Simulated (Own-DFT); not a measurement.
# Computed records: GaP (zincblende, strained, atoms displaced)

All values are calculated (Own-DFT development build). A calculation, not a measurement: plane-wave PBE density functional theory by an unreviewed code, no spin, of a simulated periodic cell, stress positive in tension, free energy of the whole cell less one offset for each atom, forces on such cells passed a denser k mesh, this cell's mesh not checked; offsets are fitted by least squares, one for each functional and potential file, so energies compare only between cells with the same atoms and settings and are not formation energies; the far tail of each file's local potential was reset to the Coulomb form; each entry is a single point on an unrelaxed cell, so the pressure reflects the starting lattice, mostly measured values (interpolated for alloys), from which strain is counted, and rises with the displacements; printed positions are rounded, which can move forces by about a meV/angstrom; the program, named Own-DFT, is a retired in-house code; no spin-orbit coupling.

Common to all runs: functional PBE; potential files PseudoDojo norm-conserving, scalar-relativistic, standard set; wave cutoff 42 hartree; occupations Fermi-Dirac; smearing width 0.1 eV; k mesh 3 x 3 x 3 centred on Gamma.

(1) 
```cif
# cell vector a (Å): 10.9749 -0.2069 0.1786
# cell vector b (Å): -0.2069 10.7368 0.1258
# cell vector c (Å): 0.1786 0.1258 11.0421
data_GaP
_symmetry_space_group_name_H-M 'P 1'
_symmetry_Int_Tables_number 1
_cell_length_a 10.9783
_cell_length_b 10.7395
_cell_length_c 11.0443
_cell_angle_alpha 88.694
_cell_angle_beta 88.154
_cell_angle_gamma 92.173
_cell_volume 1300.15
loop_
_atom_site_label
_atom_site_type_symbol
_atom_site_fract_x
_atom_site_fract_y
_atom_site_fract_z
_atom_site_occupancy
Ga1 Ga 0.00317 0.99417 0.00007 1
Ga2 Ga 0.98979 0.24106 0.24264 1
Ga3 Ga 0.25751 0.98844 0.24327 1
Ga4 Ga 0.24783 0.25134 0.99755 1
P1 P 0.12225 0.12766 0.12309 1
P2 P 0.13171 0.38061 0.37228 1
P3 P 0.37824 0.12828 0.37193 1
P4 P 0.37576 0.37815 0.12576 1
Ga5 Ga 0.00110 0.00479 0.50039 1
Ga6 Ga 0.99398 0.24519 0.75638 1
Ga7 Ga 0.24760 0.99645 0.75636 1
Ga8 Ga 0.24997 0.25084 0.49519 1
P5 P 0.12130 0.12576 0.63110 1
P6 P 0.12020 0.36234 0.87681 1
P7 P 0.37457 0.11789 0.87159 1
P8 P 0.37364 0.37406 0.62159 1
Ga9 Ga 0.00498 0.49771 0.99928 1
Ga10 Ga 0.00477 0.75334 0.25013 1
Ga11 Ga 0.24787 0.49667 0.25118 1
Ga12 Ga 0.25202 0.75296 0.99558 1
P9 P 0.12396 0.62313 0.12697 1
P10 P 0.12134 0.87771 0.38421 1
P11 P 0.37351 0.62675 0.37464 1
P12 P 0.37392 0.87389 0.12203 1
Ga13 Ga 0.00382 0.49933 0.49751 1
Ga14 Ga 0.99702 0.75659 0.75229 1
Ga15 Ga 0.24347 0.51502 0.75639 1
Ga16 Ga 0.24674 0.74786 0.50242 1
P13 P 0.12752 0.62433 0.62416 1
P14 P 0.12407 0.87342 0.87290 1
P15 P 0.37717 0.62316 0.86490 1
P16 P 0.37547 0.87552 0.62519 1
Ga17 Ga 0.50521 0.00439 0.99677 1
Ga18 Ga 0.50537 0.24680 0.25322 1
Ga19 Ga 0.75301 0.00473 0.25319 1
Ga20 Ga 0.74851 0.24661 0.99562 1
P17 P 0.62553 0.12434 0.11535 1
P18 P 0.62666 0.37532 0.38182 1
P19 P 0.88073 0.12731 0.36953 1
P20 P 0.87730 0.37490 0.12921 1
Ga21 Ga 0.49295 0.99338 0.50617 1
Ga22 Ga 0.50230 0.25110 0.74906 1
Ga23 Ga 0.74890 0.00511 0.75547 1
Ga24 Ga 0.74782 0.25101 0.49805 1
P21 P 0.62550 0.12195 0.62479 1
P22 P 0.62522 0.37255 0.86958 1
P23 P 0.87524 0.12691 0.87335 1
P24 P 0.87627 0.37508 0.62572 1
Ga25 Ga 0.50059 0.50016 0.00416 1
Ga26 Ga 0.49373 0.75079 0.26006 1
Ga27 Ga 0.74761 0.51038 0.25334 1
Ga28 Ga 0.74460 0.74750 0.00224 1
P25 P 0.62201 0.61957 0.12327 1
P26 P 0.61987 0.87987 0.37363 1
P27 P 0.87127 0.61924 0.37437 1
P28 P 0.87944 0.87811 0.12777 1
Ga29 Ga 0.49264 0.49917 0.50488 1
Ga30 Ga 0.49739 0.75045 0.73628 1
Ga31 Ga 0.75397 0.50354 0.75590 1
Ga32 Ga 0.75013 0.75007 0.50523 1
P29 P 0.63557 0.62500 0.61970 1
P30 P 0.62942 0.86902 0.87495 1
P31 P 0.87647 0.62241 0.87453 1
P32 P 0.87858 0.87546 0.62252 1
_calc_free_energy_of_cell_above_offsets '-31.954'  # eV
_calc_pressure 3.39  # GPa
_calc_stress_xx -3.15  # GPa
_calc_stress_yy -4.45  # GPa
_calc_stress_zz -2.57  # GPa
_calc_stress_yz 2.9  # GPa
_calc_stress_xz 3.01  # GPa
_calc_stress_xy -4.47  # GPa
```

Force:
| element | x (eV/Å) | y (eV/Å) | z (eV/Å) |
| --- | --- | --- | --- |
| Ga | 0.114 | 1.083 | -0.469 |
| Ga | 1.913 | 1.771 | -0.637 |
| Ga | -1.022 | 1.452 | 0.857 |
| Ga | 0.884 | -0.106 | 0.056 |
| P | 0.416 | -1.105 | 0.36 |
| P | -1.817 | -1.854 | 0.817 |
| P | -0.862 | -1.422 | 0.661 |
| P | -0.389 | -1.001 | 0.386 |
| Ga | 0.08 | 0.432 | -0.037 |
| Ga | 0.756 | 1.132 | -1.701 |
| Ga | 0.42 | 0.672 | -1.342 |
| Ga | -0.019 | 0.038 | 0.151 |
| P | 0.474 | -0.113 | -0.273 |
| P | 0.458 | 1.47 | -0.258 |
| P | 0.063 | 0.726 | 0.662 |
| P | -0.93 | -0.369 | 1.541 |
| Ga | -0.189 | -0.04 | -0.089 |
| Ga | -0.356 | -0.179 | 0.255 |
| Ga | 1.111 | 1.271 | -1.176 |
| Ga | 0.003 | -0.597 | -0.088 |
| P | 0.41 | 0.209 | -0.217 |
| P | 0.695 | -0.403 | -0.774 |
| P | -0.838 | -0.965 | 0.956 |
| P | 0.906 | -0.616 | -0.293 |
| Ga | -0.047 | 0.028 | -0.132 |
| Ga | 0.296 | -0.513 | -0.829 |
| Ga | -0.168 | -2.021 | -0.702 |
| Ga | 0.675 | 0.724 | -0.654 |
| P | -1.346 | 0.051 | 0.719 |
| P | -0.367 | -0.565 | 0.887 |
| P | 0.364 | 0.503 | 1.644 |
| P | -1.687 | -0.792 | 0.767 |
| Ga | -0.325 | -0.774 | -0.506 |
| Ga | 0.558 | 0.93 | -0.897 |
| Ga | -0.181 | -0.061 | -0.824 |
| Ga | 0.802 | 1.201 | -0.188 |
| P | -0.072 | -0.193 | 1.736 |
| P | -0.568 | 0.216 | -0.59 |
| P | -1.442 | -0.892 | 2.07 |
| P | -1.171 | 0.172 | -0.415 |
| Ga | 1.17 | 1.689 | -1.413 |
| Ga | -0.33 | -0.082 | -0.716 |
| Ga | 0.366 | -0.316 | -0.88 |
| Ga | 0.755 | 0.012 | 0.09 |
| P | -0.305 | -0.23 | 0.196 |
| P | -0.265 | 0.192 | 1.03 |
| P | -0.667 | -1.471 | 1.468 |
| P | -0.164 | -0.285 | 0.285 |
| Ga | 0.07 | -0.126 | -1.397 |
| Ga | 0.983 | 0.578 | -1.624 |
| Ga | -0.049 | -1.255 | -0.657 |
| Ga | 1.134 | 0.32 | -0.14 |
| P | -0.309 | 0.711 | 1.115 |
| P | 0.449 | -0.497 | 0.678 |
| P | 0.824 | 1.191 | 0.639 |
| P | -1.024 | -0.877 | 0.262 |
| Ga | 1.183 | 0.718 | -0.844 |
| Ga | 1.228 | -0.11 | 0.384 |
| Ga | 0.027 | -0.217 | -1.11 |
| Ga | 0.934 | 1.076 | -1.734 |
| P | -1.877 | -1.114 | 1.363 |
| P | -1.045 | 0.054 | -0.062 |
| P | 0.095 | 0.291 | 0.977 |
| P | -0.786 | 0.247 | 0.654 |

(2) 
```cif
# cell vector a (Å): 10.9707 0.0349 -0.0323
# cell vector b (Å): 0.0349 11.0314 -0.0042
# cell vector c (Å): -0.0323 -0.0042 10.9705
data_GaP
_symmetry_space_group_name_H-M 'P 1'
_symmetry_Int_Tables_number 1
_cell_length_a 10.9708
_cell_length_b 11.0315
_cell_length_c 10.9705
_cell_angle_alpha 90.044
_cell_angle_beta 90.337
_cell_angle_gamma 89.636
_cell_volume 1327.65
loop_
_atom_site_label
_atom_site_type_symbol
_atom_site_fract_x
_atom_site_fract_y
_atom_site_fract_z
_atom_site_occupancy
Ga1 Ga 0.99941 0.98884 0.99597 1
Ga2 Ga 0.00537 0.24330 0.24760 1
Ga3 Ga 0.25277 0.00455 0.25282 1
Ga4 Ga 0.24737 0.24564 0.00207 1
P1 P 0.11918 0.13029 0.12484 1
P2 P 0.12692 0.37838 0.37466 1
P3 P 0.37422 0.12971 0.37116 1
P4 P 0.37410 0.37140 0.12865 1
Ga5 Ga 0.00375 0.00074 0.50048 1
Ga6 Ga 0.99700 0.24051 0.74497 1
Ga7 Ga 0.23826 0.00433 0.74484 1
Ga8 Ga 0.25044 0.25267 0.49763 1
P5 P 0.12965 0.12702 0.62437 1
P6 P 0.11817 0.36961 0.87833 1
P7 P 0.37462 0.12234 0.87471 1
P8 P 0.36717 0.38336 0.62059 1
Ga9 Ga 0.00954 0.50167 0.99585 1
Ga10 Ga 0.99990 0.74565 0.25514 1
Ga11 Ga 0.25309 0.50710 0.25496 1
Ga12 Ga 0.24463 0.74873 0.00191 1
P9 P 0.12711 0.63099 0.12873 1
P10 P 0.12654 0.87737 0.37058 1
P11 P 0.37860 0.62528 0.37945 1
P12 P 0.37668 0.86941 0.12438 1
Ga13 Ga 0.00040 0.51028 0.49684 1
Ga14 Ga 0.00387 0.74484 0.74984 1
Ga15 Ga 0.25145 0.50417 0.74138 1
Ga16 Ga 0.25291 0.74808 0.49919 1
P13 P 0.13251 0.62886 0.62383 1
P14 P 0.12614 0.87220 0.87231 1
P15 P 0.36804 0.63005 0.88208 1
P16 P 0.37293 0.87361 0.62428 1
Ga17 Ga 0.50000 0.00292 0.99880 1
Ga18 Ga 0.50446 0.24589 0.25411 1
Ga19 Ga 0.74894 0.99490 0.24742 1
Ga20 Ga 0.75381 0.25016 0.00391 1
P17 P 0.61520 0.12652 0.12302 1
P18 P 0.61823 0.37048 0.38074 1
P19 P 0.87123 0.13057 0.37487 1
P20 P 0.87437 0.37433 0.12375 1
Ga21 Ga 0.50338 0.00386 0.51326 1
Ga22 Ga 0.50090 0.24663 0.74734 1
Ga23 Ga 0.74626 0.00248 0.75909 1
Ga24 Ga 0.75753 0.24350 0.50308 1
P21 P 0.61790 0.12205 0.61924 1
P22 P 0.62356 0.36967 0.87908 1
P23 P 0.86979 0.13165 0.87287 1
P24 P 0.87433 0.37853 0.62772 1
Ga25 Ga 0.50111 0.49809 0.00142 1
Ga26 Ga 0.50122 0.74238 0.25349 1
Ga27 Ga 0.74857 0.50173 0.25113 1
Ga28 Ga 0.75056 0.75697 0.99790 1
P25 P 0.63335 0.63136 0.12704 1
P26 P 0.62255 0.88159 0.36957 1
P27 P 0.87352 0.62215 0.37334 1
P28 P 0.86847 0.87916 0.12627 1
Ga29 Ga 0.50142 0.49512 0.50474 1
Ga30 Ga 0.50582 0.75049 0.75232 1
Ga31 Ga 0.74770 0.49556 0.75706 1
Ga32 Ga 0.75219 0.75481 0.50143 1
P29 P 0.62767 0.62375 0.61873 1
P30 P 0.62113 0.87883 0.87393 1
P31 P 0.87644 0.62494 0.88021 1
P32 P 0.87505 0.87361 0.62461 1
_calc_free_energy_of_cell_above_offsets '-34.009'  # eV
_calc_pressure 1.07  # GPa
_calc_stress_xx -1.2  # GPa
_calc_stress_yy -0.77  # GPa
_calc_stress_zz -1.23  # GPa
_calc_stress_yz -0.81  # GPa
_calc_stress_xz 0.08  # GPa
_calc_stress_xy 0.27  # GPa
```

Force:
| element | x (eV/Å) | y (eV/Å) | z (eV/Å) |
| --- | --- | --- | --- |
| Ga | -0.313 | 1.078 | 0.257 |
| Ga | -1.017 | 1.416 | 0.763 |
| Ga | -0.138 | -0.346 | -0.828 |
| Ga | 0.322 | 0.489 | -0.132 |
| P | 0.799 | -1.795 | -0.694 |
| P | -0.511 | 0.007 | -0.107 |
| P | 0.296 | -0.518 | 1.091 |
| P | 0.095 | 0.413 | -0.034 |
| Ga | -0.452 | -0.043 | -0.237 |
| Ga | 0.025 | 1.054 | 0.244 |
| Ga | 1.511 | -0.877 | 0.813 |
| Ga | 0.046 | 0.122 | -0.225 |
| P | -0.804 | 0.412 | -0.834 |
| P | 0.983 | 0.025 | -1.187 |
| P | -0.553 | 0.187 | -0.417 |
| P | 0.97 | -1.242 | 0.483 |
| Ga | -0.736 | -0.001 | 0.941 |
| Ga | -0.322 | 0.647 | -0.394 |
| Ga | 0.093 | -0.631 | -0.388 |
| Ga | 0.374 | 0.637 | 0.267 |
| P | -0.346 | -0.695 | -0.12 |
| P | -0.021 | -0.239 | 0.499 |
| P | 0.13 | -0.227 | 0.024 |
| P | -0.13 | 0.592 | 0.145 |
| Ga | 0.293 | -0.96 | 0.507 |
| Ga | -0.546 | 0.196 | -0.041 |
| Ga | -0.338 | -0.274 | 1.691 |
| Ga | -0.017 | 0.672 | -0.346 |
| P | -0.954 | -0.032 | -0.313 |
| P | -0.166 | 0.131 | -0.074 |
| P | 0.963 | -0.74 | -0.934 |
| P | 0.12 | 0.298 | 0.435 |
| Ga | -0.612 | -0.607 | 0.262 |
| Ga | -0.651 | 0.601 | -0.294 |
| Ga | -0.491 | 1.32 | 0.235 |
| Ga | -0.657 | -0.032 | 0.212 |
| P | 1.486 | -0.211 | 0.09 |
| P | 1.224 | 0.204 | -0.252 |
| P | 0.85 | -1.177 | -0.537 |
| P | 0.567 | 0.432 | 0.433 |
| Ga | -1.604 | -1.339 | -2.133 |
| Ga | -0.627 | 0.539 | 0.089 |
| Ga | 0.133 | -0.076 | -1.019 |
| Ga | -0.947 | 1.029 | 0.301 |
| P | 1.949 | 1.209 | 1.551 |
| P | -0.067 | 0.227 | -0.37 |
| P | 0.538 | -1.079 | 0.359 |
| P | 0.35 | -0.186 | -0.329 |
| Ga | -0.298 | 0.257 | 0.381 |
| Ga | 0.048 | 0.701 | -0.238 |
| Ga | -0.159 | -0.895 | -0.019 |
| Ga | -0.04 | -0.22 | 0.012 |
| P | -0.703 | -0.558 | -0.47 |
| P | -0.158 | -0.622 | 1.01 |
| P | -0.231 | 0.719 | 0.251 |
| P | 1.16 | -0.771 | -0.214 |
| Ga | -0.164 | 0.404 | -0.32 |
| Ga | -0.808 | -0.433 | -0.348 |
| Ga | -0.005 | 0.348 | -0.189 |
| Ga | -0.385 | -0.09 | -0.725 |
| P | 0.063 | 0.081 | 0.947 |
| P | 0.354 | -0.211 | 0.337 |
| P | -0.079 | 0.126 | -0.495 |
| P | 0.308 | 0.553 | 0.623 |

(3) 
```cif
# cell vector a (Å): 11.0941 0.0022 0.1676
# cell vector b (Å): 0.0022 10.9245 0.1633
# cell vector c (Å): 0.1676 0.1633 10.6948
data_GaP
_symmetry_space_group_name_H-M 'P 1'
_symmetry_Int_Tables_number 1
_cell_length_a 11.0954
_cell_length_b 10.9257
_cell_length_c 10.6974
_cell_angle_alpha 88.269
_cell_angle_beta 88.237
_cell_angle_gamma 89.964
_cell_volume 1295.58
loop_
_atom_site_label
_atom_site_type_symbol
_atom_site_fract_x
_atom_site_fract_y
_atom_site_fract_z
_atom_site_occupancy
Ga1 Ga 0.00606 0.99697 0.99609 1
Ga2 Ga 0.99969 0.24346 0.25526 1
Ga3 Ga 0.25531 0.99915 0.25248 1
Ga4 Ga 0.24690 0.25036 0.99048 1
P1 P 0.12458 0.12046 0.13234 1
P2 P 0.13549 0.37607 0.36710 1
P3 P 0.38027 0.12439 0.37631 1
P4 P 0.37298 0.37023 0.12802 1
Ga5 Ga 0.99222 0.00079 0.49748 1
Ga6 Ga 0.99995 0.24801 0.74524 1
Ga7 Ga 0.25914 0.99469 0.75319 1
Ga8 Ga 0.25170 0.25331 0.50222 1
P5 P 0.11863 0.11866 0.62899 1
P6 P 0.13011 0.37003 0.87571 1
P7 P 0.38810 0.12854 0.87686 1
P8 P 0.37342 0.36481 0.62539 1
Ga9 Ga 0.00251 0.50060 0.00661 1
Ga10 Ga 0.99735 0.74601 0.24722 1
Ga11 Ga 0.25388 0.50140 0.25091 1
Ga12 Ga 0.25180 0.75061 0.99749 1
P9 P 0.12801 0.62356 0.12498 1
P10 P 0.12867 0.87427 0.35553 1
P11 P 0.37218 0.62490 0.38494 1
P12 P 0.37695 0.87637 0.12271 1
Ga13 Ga 0.00533 0.49836 0.50186 1
Ga14 Ga 0.00072 0.74849 0.74990 1
Ga15 Ga 0.24846 0.50646 0.74014 1
Ga16 Ga 0.25574 0.73540 0.49410 1
P13 P 0.12974 0.62905 0.62075 1
P14 P 0.13414 0.87134 0.87859 1
P15 P 0.38095 0.61922 0.87447 1
P16 P 0.37886 0.87470 0.61962 1
Ga17 Ga 0.49733 0.00017 0.00567 1
Ga18 Ga 0.49353 0.23743 0.25625 1
Ga19 Ga 0.74731 0.99816 0.24542 1
Ga20 Ga 0.74619 0.24843 0.00085 1
P17 P 0.63120 0.12141 0.12755 1
P18 P 0.62431 0.37756 0.37058 1
P19 P 0.88171 0.12426 0.37068 1
P20 P 0.87119 0.37927 0.12147 1
Ga21 Ga 0.50156 0.00340 0.50191 1
Ga22 Ga 0.49314 0.24907 0.74739 1
Ga23 Ga 0.75020 0.99669 0.75078 1
Ga24 Ga 0.74735 0.24200 0.49795 1
P21 P 0.62388 0.13061 0.62574 1
P22 P 0.62455 0.37135 0.88658 1
P23 P 0.87995 0.13005 0.87625 1
P24 P 0.87990 0.37561 0.62825 1
Ga25 Ga 0.50893 0.49971 0.00444 1
Ga26 Ga 0.49846 0.75057 0.24740 1
Ga27 Ga 0.74243 0.49855 0.25513 1
Ga28 Ga 0.76087 0.74783 0.99186 1
P25 P 0.62424 0.63349 0.12565 1
P26 P 0.61868 0.87327 0.37098 1
P27 P 0.87606 0.62583 0.37007 1
P28 P 0.87134 0.87106 0.12556 1
Ga29 Ga 0.49630 0.49794 0.49274 1
Ga30 Ga 0.50491 0.75602 0.75139 1
Ga31 Ga 0.75424 0.50309 0.74866 1
Ga32 Ga 0.74988 0.74622 0.50347 1
P29 P 0.62851 0.61695 0.63981 1
P30 P 0.61978 0.87574 0.88107 1
P31 P 0.87285 0.61879 0.87114 1
P32 P 0.87340 0.88462 0.62784 1
_calc_free_energy_of_cell_above_offsets '-31.554'  # eV
_calc_pressure 3.67  # GPa
_calc_stress_xx -2.47  # GPa
_calc_stress_yy -3.62  # GPa
_calc_stress_zz -4.93  # GPa
_calc_stress_yz 3.35  # GPa
_calc_stress_xz 3.13  # GPa
_calc_stress_xy 0.1  # GPa
```

Force:
| element | x (eV/Å) | y (eV/Å) | z (eV/Å) |
| --- | --- | --- | --- |
| Ga | -0.324 | 0.288 | 0.646 |
| Ga | 0.865 | 1.863 | -1.308 |
| Ga | 0.694 | 0.814 | -0.657 |
| Ga | 0.83 | -0.682 | 1.452 |
| P | 0.316 | 0.184 | -1.049 |
| P | -1.518 | -0.724 | 1.154 |
| P | -1.881 | -1.188 | 1.337 |
| P | 0.34 | 0.028 | -0.378 |
| Ga | 1.695 | -0.255 | -0.325 |
| Ga | 0.588 | 0.538 | 0.571 |
| Ga | 0.015 | 0.765 | -0.262 |
| Ga | -0.565 | -0.874 | -0.242 |
| P | 1.028 | -0.154 | -0.649 |
| P | -1.253 | 1.189 | -1.085 |
| P | -1.876 | -1.132 | 0.449 |
| P | -0.195 | 1.518 | -0.309 |
| Ga | 0.444 | -0.126 | -0.761 |
| Ga | 0.616 | 0.557 | -0.542 |
| Ga | 0.646 | 0.436 | -0.593 |
| Ga | 0.915 | -0.693 | 0.356 |
| P | -0.144 | 0.085 | 0.065 |
| P | -0.945 | -1.025 | 2.395 |
| P | 1.458 | -1.159 | -2.549 |
| P | -0.859 | -0.668 | 0.464 |
| Ga | 0.105 | 0.175 | -0.756 |
| Ga | 0.202 | 0.6 | -0.008 |
| Ga | 0.753 | -0.833 | 1.115 |
| Ga | -1.217 | 3.305 | 0.634 |
| P | -1.378 | -0.359 | 0.339 |
| P | -1.1 | 0.043 | -0.744 |
| P | -0.467 | 0.333 | -0.135 |
| P | -0.487 | -0.709 | 0.215 |
| Ga | 1.13 | 0.571 | -0.164 |
| Ga | 1.657 | 1.902 | -1.646 |
| Ga | 0.682 | -0.301 | 0.678 |
| Ga | 1.092 | 0.14 | 0.109 |
| P | -1.328 | 0.191 | -0.084 |
| P | -0.862 | -1.576 | 0.874 |
| P | -2.117 | -0.742 | 0.604 |
| P | -0.137 | -0.877 | 0.997 |
| Ga | 0.593 | -0.004 | -0.216 |
| Ga | 1.737 | 0.903 | 0.23 |
| Ga | -0.42 | 1.157 | 0.805 |
| Ga | 0.877 | 1.278 | -0.408 |
| P | -0.193 | -1.096 | 0.442 |
| P | -0.047 | 0.177 | -1.858 |
| P | -0.782 | -0.977 | 0.158 |
| P | -0.803 | -0.318 | -0.658 |
| Ga | -0.704 | 0.134 | 0.504 |
| Ga | -0.222 | 0.154 | 0.337 |
| Ga | 1.171 | 1.113 | -1.244 |
| Ga | -0.908 | 0.562 | 0.56 |
| P | 0.434 | -0.823 | -0.193 |
| P | 0.539 | -0.064 | 0.818 |
| P | -0.433 | -0.819 | 1.128 |
| P | 0.533 | 0.144 | -0.66 |
| Ga | 0.795 | -0.344 | 1.304 |
| Ga | -0.261 | -0.367 | 0.063 |
| Ga | 0.088 | -1.595 | 0.864 |
| Ga | -0.066 | 0.312 | -0.068 |
| P | -1.225 | 0.872 | -1.876 |
| P | 0.777 | -0.106 | -0.261 |
| P | 1.101 | 0.132 | 0.327 |
| P | -0.001 | -1.873 | -0.307 |

(4) 
```cif
# cell vector a (Å): 10.9102 -0.0398 0.1490
# cell vector b (Å): -0.0398 11.0562 -0.1207
# cell vector c (Å): 0.1490 -0.1207 11.0224
data_GaP
_symmetry_space_group_name_H-M 'P 1'
_symmetry_Int_Tables_number 1
_cell_length_a 10.9113
_cell_length_b 11.0569
_cell_length_c 11.0241
_cell_angle_alpha 91.256
_cell_angle_beta 88.441
_cell_angle_gamma 90.424
_cell_volume 1329.16
loop_
_atom_site_label
_atom_site_type_symbol
_atom_site_fract_x
_atom_site_fract_y
_atom_site_fract_z
_atom_site_occupancy
Ga1 Ga 0.00310 0.00014 0.00149 1
Ga2 Ga 0.00908 0.24522 0.25121 1
Ga3 Ga 0.25682 0.99642 0.23917 1
Ga4 Ga 0.25270 0.25640 0.00366 1
P1 P 0.11863 0.12465 0.12706 1
P2 P 0.12358 0.38129 0.37907 1
P3 P 0.37416 0.12243 0.37112 1
P4 P 0.36666 0.37947 0.12548 1
Ga5 Ga 0.00055 0.00190 0.49745 1
Ga6 Ga 0.99261 0.24811 0.74796 1
Ga7 Ga 0.24877 0.00317 0.74865 1
Ga8 Ga 0.25378 0.25201 0.49896 1
P5 P 0.12979 0.12904 0.63377 1
P6 P 0.12469 0.37284 0.88673 1
P7 P 0.37769 0.12101 0.87783 1
P8 P 0.37753 0.37177 0.62321 1
Ga9 Ga 0.99856 0.49977 0.00037 1
Ga10 Ga 0.00465 0.74644 0.24808 1
Ga11 Ga 0.24990 0.49746 0.25426 1
Ga12 Ga 0.25426 0.74546 0.00194 1
P9 P 0.12580 0.62641 0.13001 1
P10 P 0.12223 0.86727 0.37065 1
P11 P 0.36670 0.61316 0.37712 1
P12 P 0.37619 0.87011 0.12668 1
Ga13 Ga 0.99149 0.49626 0.50482 1
Ga14 Ga 0.99654 0.74836 0.75226 1
Ga15 Ga 0.25123 0.49884 0.74291 1
Ga16 Ga 0.25790 0.74654 0.49816 1
P13 P 0.12768 0.62564 0.63303 1
P14 P 0.12880 0.87978 0.88360 1
P15 P 0.37231 0.63096 0.87906 1
P16 P 0.37899 0.87083 0.61745 1
Ga17 Ga 0.49633 0.99842 0.99945 1
Ga18 Ga 0.49709 0.25077 0.25199 1
Ga19 Ga 0.75418 0.99525 0.24699 1
Ga20 Ga 0.75268 0.25324 0.99791 1
P17 P 0.61872 0.12625 0.12598 1
P18 P 0.63029 0.37464 0.37660 1
P19 P 0.87548 0.12807 0.37987 1
P20 P 0.87919 0.37424 0.11302 1
Ga21 Ga 0.49360 0.00364 0.49652 1
Ga22 Ga 0.50718 0.25497 0.74786 1
Ga23 Ga 0.75454 0.99738 0.74190 1
Ga24 Ga 0.74750 0.24866 0.50382 1
P21 P 0.62502 0.12695 0.62921 1
P22 P 0.61760 0.37160 0.87137 1
P23 P 0.87273 0.13336 0.87467 1
P24 P 0.86748 0.37749 0.61500 1
Ga25 Ga 0.49753 0.50773 0.99535 1
Ga26 Ga 0.49803 0.74525 0.24463 1
Ga27 Ga 0.75243 0.50313 0.23509 1
Ga28 Ga 0.74772 0.75214 0.00024 1
P25 P 0.62418 0.61983 0.12563 1
P26 P 0.62278 0.88416 0.37474 1
P27 P 0.87260 0.62151 0.37683 1
P28 P 0.88079 0.87931 0.12601 1
Ga29 Ga 0.49843 0.49285 0.50243 1
Ga30 Ga 0.49881 0.74920 0.74646 1
Ga31 Ga 0.75417 0.50358 0.75094 1
Ga32 Ga 0.74436 0.75017 0.50736 1
P29 P 0.61547 0.62786 0.62801 1
P30 P 0.62483 0.87384 0.86974 1
P31 P 0.87194 0.62629 0.87527 1
P32 P 0.87412 0.87561 0.62137 1
_calc_free_energy_of_cell_above_offsets '-33.283'  # eV
_calc_pressure 1.26  # GPa
_calc_stress_xx -1.81  # GPa
_calc_stress_yy -0.91  # GPa
_calc_stress_zz -1.07  # GPa
_calc_stress_yz -2.38  # GPa
_calc_stress_xz 2.48  # GPa
_calc_stress_xy 0.07  # GPa
```

Force:
| element | x (eV/Å) | y (eV/Å) | z (eV/Å) |
| --- | --- | --- | --- |
| Ga | -0.65 | 0.73 | -0.335 |
| Ga | -1.113 | 1.087 | 0.75 |
| Ga | -1.363 | 0.402 | 1.032 |
| Ga | -0.47 | -1.064 | -0.263 |
| P | 1.723 | -0.436 | -0.586 |
| P | 0.049 | -0.948 | 0.002 |
| P | -0.373 | 0.151 | 0.115 |
| P | 1.49 | -0.139 | 0.137 |
| Ga | 0.448 | 0.06 | 0.106 |
| Ga | 0.45 | 1.102 | 0.118 |
| Ga | 0.453 | -0.516 | 0.279 |
| Ga | -0.625 | -0.172 | -0.185 |
| P | -0.42 | -0.259 | -1.173 |
| P | 0.151 | 0.136 | -1.784 |
| P | -0.169 | 0.734 | -0.384 |
| P | 0.014 | -0.245 | 0.486 |
| Ga | 0.42 | 0.974 | -0.213 |
| Ga | -1.149 | 0.246 | 0.475 |
| Ga | -0.956 | 0.244 | -0.449 |
| Ga | -1.092 | 0.881 | 0.523 |
| P | 0.331 | -0.898 | -0.75 |
| P | 1.039 | 0.843 | 0.586 |
| P | 1.677 | 0.657 | -0.063 |
| P | 0.549 | -0.355 | -0.746 |
| Ga | 0.893 | 1.219 | -0.497 |
| Ga | 0.346 | 0.814 | 0.203 |
| Ga | -0.28 | -0.173 | 1.279 |
| Ga | -1.249 | 0.2 | -0.004 |
| P | -0.38 | -0.131 | -0.958 |
| P | 0.06 | -0.92 | -0.928 |
| P | 0.543 | -0.951 | -1.314 |
| P | -0.382 | 0.557 | 0.832 |
| Ga | 0.449 | -0.037 | -0.021 |
| Ga | 0.082 | 0.625 | -0.059 |
| Ga | -0.554 | 1.127 | 0.394 |
| Ga | -1.327 | -0.078 | 0.15 |
| P | 0.959 | -0.253 | -0.275 |
| P | -0.167 | -0.005 | -0.621 |
| P | 0.075 | -0.35 | -0.594 |
| P | -0.127 | -0.376 | 1.512 |
| Ga | 0.478 | 0.33 | 0.293 |
| Ga | -1.334 | -0.793 | 0.06 |
| Ga | -0.521 | 0.72 | 0.997 |
| Ga | -0.452 | -0.083 | -0.617 |
| P | -0.02 | -0.757 | -0.648 |
| P | 1.303 | 1.191 | 0.864 |
| P | 0.134 | -1.71 | -0.166 |
| P | 0.31 | -0.607 | 1.747 |
| Ga | -0.242 | -0.668 | 0.133 |
| Ga | -0.049 | 0.208 | 1.236 |
| Ga | 0.311 | -0.702 | 1.236 |
| Ga | -0.089 | 0.354 | 0.123 |
| P | 0.023 | 0.641 | -0.64 |
| P | 0.183 | -1.364 | -0.124 |
| P | -0.086 | 0.363 | -0.296 |
| P | -0.19 | -1.131 | -0.345 |
| Ga | 0.31 | 0.643 | -0.529 |
| Ga | -0.589 | 0.726 | 0.737 |
| Ga | -1.07 | -0.239 | -0.232 |
| Ga | -0.206 | 0.14 | -0.957 |
| P | 1.027 | -1.159 | -0.439 |
| P | 0.142 | 0.145 | 0.322 |
| P | 0.449 | -0.196 | 0.415 |
| P | 0.824 | -0.53 | 0.056 |
